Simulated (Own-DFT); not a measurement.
# Stretching a layer in its plane: diamond-structure SiGeSn with randomly placed atoms, 64 atoms (Ge52Si8Sn4)

Source: density functional calculations with Own-DFT, an unreviewed in-house program that is no longer used. Nothing was measured or relaxed, and spin and spin-orbit coupling are left out.

All runs used: PBE; PseudoDojo norm-conserving scalar-relativistic files; cutoff 49 hartree; 3 x 3 x 3 k mesh centred on Gamma; Fermi-Dirac smearing of 0.1 eV.

Limits: forces on such cells moved up to 12 meV/angstrom on a denser k mesh; stress not checked against mesh or cutoff.

Unstrained cell vectors in Å: (11.363, 0.000, 0.000); (0.000, 11.363, 0.000); (0.000, 0.000, 11.363). The unstrained cell has measured lattice constants (interpolated for alloys), not those of this functional. That, the random moves and any unrelaxed bonds set the pressure at no strain. Each run strains x and y alike by e, as a substrate would, and holds the height along z. Each atom got a random Gaussian move of width 0.05 Å along each axis. The random placing of the alloy's atoms differs from row to row. Stress is positive in tension.

```
e (%)  u (Å)  (s_xx + s_yy)/2 (GPa)  s_zz (GPa)
-2.75  0.053                 -10.32       -8.35
-2.50  0.050                  -9.48       -8.03
-2.25  0.053                  -9.37       -7.65
-2.00  0.047                  -8.62       -7.44
-1.25  0.052                      ?           ?
-0.75  0.051                  -5.81       -5.40
-0.50  0.054                  -5.54       -5.37
 0.50  0.051                  -3.57       -3.81
 1.50  0.052                  -2.06       -3.06
 2.50  0.052                  -0.59       -2.12
```

## Analysis

With e as a fraction, the in-plane stress is -4.5 + 182 e - 1025 e² GPa (errors 3 and 203, scatter 0.15), and s_zz is -4.6 + 119 e - 793 e² GPa (slope ± 3, scatter 0.15). At e = 0 the first slope is C11 + C12 and the second 2 C12, both with the ions held to the strained lattice and at the cell's own pressure. The term in e² is negative: the layer stiffens under compression and softens under tension. A free layer would change its height as e changes, and the in-plane slope would drop by 2 C12²/C11 to the biaxial modulus. At fixed height, a misfit of 1 % moves the in-plane stress by about 1.8 GPa and s_zz by 1.2 GPa.

## Check

Q: what are the two stresses at e = -1.25 %?

The fit gives -7.0 and -6.2 GPa. The hidden result is -6.90 and -6.10 GPa.
